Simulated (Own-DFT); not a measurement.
# Strain and stress in 4H SiC, 32 atoms (C16Si16)

All numbers below are calculated, not measured. They come from Own-DFT, an in-house plane-wave density functional program, since retired, whose code no person has reviewed. Each row is one single-point run on a periodic cell that was not relaxed, without spin or spin-orbit coupling.

Settings of every run: PBE; PseudoDojo norm-conserving scalar-relativistic files; cutoff 42 hartree; 5 x 5 x 3 k mesh centred on Gamma; Fermi-Dirac smearing of 0.1 eV.

Known limits: forces on such cells passed a denser k mesh, each cell not checked; stress not checked against mesh or cutoff.

Unstrained cell vectors in Å: (6.165, 0.000, 0.000); (-3.083, 5.339, 0.000); (0.000, 0.000, 10.068). The unstrained cell has measured lattice constants (interpolated for alloys), not those of this functional. That, the random moves and any unrelaxed bonds set the pressure at no strain. Each run strains this cell uniformly, with the atoms carried along. Every atom was also moved at random, by a Gaussian of width 0.05 Å on each axis. Strain is the symmetric tensor, in per cent. Stress is positive in tension, and the pressure is minus a third of its trace.

```
run  e_xx (%)  e_yy (%)  e_zz (%)  e_yz (%)  e_xz (%)  e_xy (%)  s_xx (GPa)  s_yy (GPa)  s_zz (GPa)  s_yz (GPa)  s_xz (GPa)  s_xy (GPa)  P (GPa)  E (meV/atom)
  1      1.32     -0.90      0.79      1.08     -0.21      0.39        0.29       -7.96        0.05        2.54       -1.15        0.49     2.54           6.5
  2      1.17      0.29      0.79     -0.80     -1.79      0.24        1.52       -1.63       -0.97       -3.68       -6.10       -0.29     0.36           3.5
  3     -1.37     -1.42     -0.21     -0.40      0.94     -0.27      -14.55      -14.20       -8.33       -2.94        2.77       -1.94    12.36          28.9
  4      0.35      1.12     -1.25      0.46      1.37      1.21       -2.96        3.32      -15.48        2.43        3.65        6.36     5.04          23.1
  5     -1.32      0.05      1.40     -0.90      0.82     -0.58      -13.03       -2.97        1.81       -3.76        3.60       -1.24     4.73          11.1
  6     -1.80     -1.50      1.93      0.87      1.86     -1.84      -14.89      -15.82        3.42        3.24        5.84       -9.35     9.10          34.0
  7      1.69      0.18      0.08     -0.98      1.32     -1.99        4.76       -3.17       -5.32       -3.00        4.66       -8.99     1.24          23.5
  8      1.02      0.64      1.36      1.01      1.37      1.89        1.12        0.47        1.18        2.40        4.91        8.68    -0.92          18.2
  9      0.81     -1.41      1.07      0.45     -1.29      0.29        2.15       -9.95       -5.47        1.30       -4.51        2.02     4.42          30.0
 10      0.92      1.22     -0.55     -0.87     -0.44      0.54        3.79        0.99       -8.76       -3.20       -1.22        0.91     1.33           0.0
 11     -1.62      0.18     -1.38      0.41     -0.79     -1.11      -14.15       -5.41      -14.78        1.99       -1.38       -4.82    11.45           3.2
 12     -1.35      0.10     -1.53      0.29     -1.30     -1.62      -13.22       -7.28      -14.89        1.20       -4.80       -7.34    11.80          28.0
 13     -1.01      1.33      1.70     -1.98     -1.86      1.38       -9.35        3.33        3.40       -6.19       -5.90        5.94     0.87          12.9
 14     -1.22     -0.48      0.97     -0.94      1.63      1.23       -9.27       -9.92       -0.31       -3.82        3.56        4.04     6.50          14.3
 15     -0.16      0.00     -1.22     -0.12     -1.70      1.31       -5.76       -4.71      -12.75       -0.13       -4.15        5.35     7.74          20.5
 16     -1.93      1.99     -1.74      0.02     -0.35     -1.94           ?           ?           ?           ?           ?           ?        ?             ?
```

E is the free energy for each atom above the lowest run shown.

## Worked fit

Each stress component was fitted by least squares to a constant and the strains of the runs shown, as fractions, with shears doubled. Shear strains stay in the fit of a normal stress only where such slopes are resolved. The slopes, in GPa:

```
stress  at no strain  per e_xx  per e_yy  per e_zz  scatter
  s_xx          -4.6  569 ± 36   56 ± 50   29 ± 38     1.66
  s_yy          -4.7   98 ± 32  581 ± 45   45 ± 34     1.47
  s_zz          -6.6    0 ± 39   59 ± 54  573 ± 41     1.76
```

Each shear stress against twice its own strain: yz 178 ± 14, xz 153 ± 10, xy 219 ± 14 GPa. These are stiffnesses along x, y and z of the frame in which the cell vectors are given, which need not be the crystal's axes. The atoms are held to the strained lattice; where symmetry lets them move under strain, relaxing them would lower some slopes. The table should be nearly symmetric about its diagonal, and what it lacks of that shows the noise. A ninth of its sum, 223 ± 5 GPa, estimates the bulk modulus near the mean pressure of these runs, 5.2 GPa, so it lies above the value at zero pressure.

## Withheld run

Question: what normal stresses and pressure should run 16 give?

The fit gives s_xx = -15.0, s_yy = 4.2, s_zz = -15.4 and P = 8.8 GPa. The calculation gave -13.86, -0.99, -17.17 and P = 10.68 GPa. This run lies off the fit, by chance or by something that the fit leaves out.
